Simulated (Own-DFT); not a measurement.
# Computed records: GaP (zincblende, atoms displaced)

All values are calculated (Own-DFT development build). A calculation, not a measurement: plane-wave PBE density functional theory by an unreviewed code, no spin, of a simulated periodic cell, stress positive in tension, free energy of the whole cell less one offset for each atom, forces on such cells passed a denser k mesh, this cell's mesh not checked; offsets are fitted by least squares, one for each functional and potential file, so energies compare only between cells with the same atoms and settings and are not formation energies; the far tail of each file's local potential was reset to the Coulomb form; each entry is a single point on an unrelaxed cell, so the pressure reflects the starting lattice, mostly measured values (interpolated for alloys), from which strain is counted, and rises with the displacements; printed positions are rounded, which can move forces by about a meV/angstrom; the program, named Own-DFT, is a retired in-house code; no spin-orbit coupling; before rounding, a Quantum ESPRESSO 7.3.1 run of the same cell and cutoff gave forces within 1 meV/angstrom rms on each cell, which checks the program and not the settings.

GaP (zincblende, atoms displaced)

```
GaP
1.0
     16.3515     0.0000     0.0000
      0.0000    10.9010     0.0000
      0.0000     0.0000    10.9010
Ga P Ga P Ga P Ga P Ga P Ga P Ga P Ga P Ga P Ga P Ga P Ga P
4 4 4 4 4 4 4 4 4 4 4 4 4 4 4 4 4 4 4 4 4 4 4 4
Direct
  0.00068 0.99516 0.00071
  0.99636 0.24295 0.24733
  0.16585 0.98600 0.26104
  0.16609 0.25048 0.99126
  0.08302 0.12781 0.12013
  0.08120 0.37638 0.37267
  0.25053 0.13063 0.37784
  0.24853 0.37088 0.12638
  0.00234 0.00085 0.49971
  0.99598 0.25299 0.75884
  0.17086 0.00185 0.76132
  0.16924 0.24618 0.49231
  0.08390 0.12192 0.62218
  0.08518 0.37164 0.87075
  0.25058 0.12512 0.87721
  0.24785 0.37434 0.61694
  0.00381 0.51238 0.99651
  0.00529 0.74788 0.24212
  0.17129 0.49272 0.25135
  0.16172 0.74448 0.99990
  0.08677 0.62008 0.12834
  0.08032 0.86989 0.37420
  0.25014 0.62378 0.37554
  0.24591 0.87364 0.12396
  0.00171 0.49443 0.49982
  0.00488 0.75215 0.73837
  0.16762 0.49378 0.74837
  0.16352 0.75100 0.50470
  0.08267 0.62542 0.63009
  0.08400 0.87420 0.87253
  0.25006 0.62432 0.87581
  0.24737 0.87608 0.63054
  0.33495 0.00411 0.99411
  0.33439 0.25360 0.25244
  0.50392 0.99750 0.24844
  0.49866 0.24708 0.00371
  0.41438 0.12347 0.12266
  0.42062 0.37481 0.38029
  0.58253 0.12913 0.37946
  0.57960 0.36932 0.12710
  0.33876 0.99542 0.50239
  0.33423 0.25160 0.74979
  0.49713 0.00035 0.74803
  0.50287 0.25561 0.50234
  0.41217 0.12802 0.61899
  0.41884 0.36857 0.88262
  0.57915 0.12496 0.87796
  0.58569 0.37903 0.62856
  0.33249 0.50590 0.99229
  0.33309 0.74857 0.24878
  0.49859 0.49814 0.24538
  0.49591 0.75666 0.00852
  0.41754 0.62281 0.12259
  0.41541 0.87635 0.37719
  0.57801 0.62218 0.37833
  0.58266 0.87313 0.12558
  0.33289 0.49698 0.49033
  0.33363 0.75185 0.74405
  0.50032 0.50662 0.75148
  0.49894 0.74169 0.49907
  0.42012 0.62886 0.62763
  0.42008 0.86983 0.87794
  0.58374 0.62124 0.87629
  0.57750 0.87664 0.62516
  0.66531 0.00912 0.99429
  0.67216 0.25857 0.25178
  0.83671 0.99320 0.24877
  0.82949 0.25444 0.00023
  0.75106 0.12876 0.11881
  0.75146 0.37356 0.37913
  0.91460 0.12779 0.38213
  0.91669 0.36883 0.11442
  0.66679 0.99811 0.50830
  0.66573 0.24424 0.75229
  0.82681 0.00049 0.75781
  0.83214 0.24843 0.50504
  0.75063 0.12264 0.62701
  0.74873 0.37345 0.88047
  0.91615 0.12446 0.87804
  0.90995 0.37600 0.62435
  0.66295 0.49317 0.99747
  0.66366 0.75266 0.24957
  0.83112 0.50292 0.25040
  0.83819 0.74606 0.00542
  0.74940 0.62848 0.12754
  0.74794 0.86641 0.37723
  0.91685 0.61804 0.37018
  0.91430 0.88212 0.12472
  0.66487 0.50082 0.49819
  0.66494 0.74578 0.74820
  0.83751 0.49586 0.74226
  0.83553 0.74976 0.50118
  0.74988 0.62301 0.62190
  0.74908 0.87488 0.87966
  0.91133 0.62495 0.86457
  0.91848 0.87546 0.61706
```

| Quantity | Value |
| --- | --- |
| functional | PBE |
| potential files | PseudoDojo norm-conserving, scalar-relativistic, standard set |
| wave cutoff | 42 hartree |
| occupations | Fermi-Dirac |
| smearing width | 0.1 eV |
| k mesh | 2 x 3 x 3 centred on Gamma |
| free energy of cell above offsets | -50.617 eV |
| pressure | 3.15 GPa |
| stress xx | -3.17 GPa |
| stress yy | -3.14 GPa |
| stress zz | -3.13 GPa |
| stress yz | -0.56 GPa |
| stress xz | 0.04 GPa |
| stress xy | 0.29 GPa |

Force:
| element | x (eV/Å) | y (eV/Å) | z (eV/Å) |
| --- | --- | --- | --- |
| Ga | 0.124 | 0.701 | -0.253 |
| Ga | 0.107 | 0.6 | -0.098 |
| Ga | 0.43 | 1.674 | -0.948 |
| Ga | 0.057 | -0.146 | 1.03 |
| P | 0.373 | -0.917 | 0.646 |
| P | 0.292 | -0.825 | -0.168 |
| P | 0.706 | -1.742 | -0.75 |
| P | 0.6 | 0.298 | -0.873 |
| Ga | -0.317 | 0.05 | -0.164 |
| Ga | 0.058 | -0.535 | -1.194 |
| Ga | -0.833 | 0.007 | -1.04 |
| Ga | -1.256 | 0.534 | 0.745 |
| P | 0.292 | 0.589 | 0.869 |
| P | -0.442 | 0.913 | 0.309 |
| P | 0.464 | 0.583 | -0.287 |
| P | 0.584 | 0.019 | 0.516 |
| Ga | -0.816 | -1.111 | -0.384 |
| Ga | -1.277 | -0.05 | 0.38 |
| Ga | -0.448 | 0.271 | 0.294 |
| Ga | 0.621 | 0.42 | -0.099 |
| P | 0.083 | -0.048 | -0.136 |
| P | -0.087 | -0.117 | 0.619 |
| P | -0.313 | 0.478 | -0.041 |
| P | 0.66 | -0.048 | -0.302 |
| Ga | -0.465 | 0.546 | 0.176 |
| Ga | -1.298 | 0.517 | 0.996 |
| Ga | 0.237 | 0.441 | -0.094 |
| Ga | 0.382 | -0.276 | -0.2 |
| P | 0.564 | -1.15 | -0.887 |
| P | -0.294 | -0.265 | 0.25 |
| P | -0.412 | 0.371 | -0.861 |
| P | 0.362 | 0.2 | -0.6 |
| Ga | -0.207 | -0.948 | 0.581 |
| Ga | 0.151 | -0.318 | -0.063 |
| Ga | -0.616 | 0.587 | 0.468 |
| Ga | 0.045 | -0.272 | 0.215 |
| P | 0.314 | -0.06 | 0.796 |
| P | -0.383 | 0.072 | -0.957 |
| P | 0.715 | -0.348 | -0.49 |
| P | 0.715 | 0.389 | 0.021 |
| Ga | -1.477 | 0.356 | -0.115 |
| Ga | -0.328 | 0.204 | -0.132 |
| Ga | -0.277 | 0.342 | 0.124 |
| Ga | 0.052 | -0.388 | 0.445 |
| P | 1.04 | 0.144 | 0.844 |
| P | -0.426 | 1.024 | -1.075 |
| P | -0.114 | 0.088 | -0.757 |
| P | -0.267 | -0.294 | 0.191 |
| Ga | 0.214 | -1.018 | 0.882 |
| Ga | -0.113 | 0.222 | -0.108 |
| Ga | 0.032 | 0.009 | 0.444 |
| Ga | 0.909 | -1.05 | -0.455 |
| P | -0.542 | 0.106 | 0.278 |
| P | 0.627 | -0.73 | -0.66 |
| P | 0.841 | -0.111 | -1.058 |
| P | 0.543 | 0.71 | -0.359 |
| Ga | 0.28 | 0.393 | 1.115 |
| Ga | 0.009 | -0.216 | 0.739 |
| Ga | -0.122 | -0.942 | 0.265 |
| Ga | -0.148 | 1.269 | 0.036 |
| P | -1.2 | -0.901 | -0.371 |
| P | -1.043 | 0.777 | -0.718 |
| P | -0.323 | 0.917 | 0.523 |
| P | 0.682 | -0.618 | -0.028 |
| Ga | 0.181 | -0.804 | 0.638 |
| Ga | -0.695 | -1.044 | -0.19 |
| Ga | -1.417 | 1.16 | 1.058 |
| Ga | 0.65 | -0.585 | -0.398 |
| P | -0.253 | -0.607 | 1.17 |
| P | 0.084 | 0.608 | 0.015 |
| P | 0.196 | -0.663 | -0.692 |
| P | 0.326 | 1.35 | 0.968 |
| Ga | -0.259 | -0.058 | -0.788 |
| Ga | 0.059 | 0.498 | 0.135 |
| Ga | 1.227 | -0.214 | -0.468 |
| Ga | -0.318 | -0.077 | -0.221 |
| P | -0.303 | 0.145 | 0.147 |
| P | 0.037 | 0.246 | -1.375 |
| P | -0.409 | -0.228 | 0.041 |
| P | 1.961 | -0.864 | -0.392 |
| Ga | 0.236 | 0.463 | 0.707 |
| Ga | -0.003 | -0.668 | 0.379 |
| Ga | 0.327 | -0.867 | -0.576 |
| Ga | -0.709 | 0.255 | -0.477 |
| P | -0.541 | -0.55 | -0.375 |
| P | 0.223 | 1.019 | -0.037 |
| P | 0.598 | 0.863 | 0.428 |
| P | 1.332 | -1.51 | -0.315 |
| Ga | 0.241 | -0.081 | 0.027 |
| Ga | 0.092 | 0.439 | 0.107 |
| Ga | -1.973 | 0.536 | 1.032 |
| Ga | 0.012 | -0.592 | -0.461 |
| P | 0.09 | 0.132 | 0.208 |
| P | -0.298 | -0.676 | 0.04 |
| P | 1.44 | 0.624 | 0.605 |
| P | -0.449 | 0.384 | 0.994 |
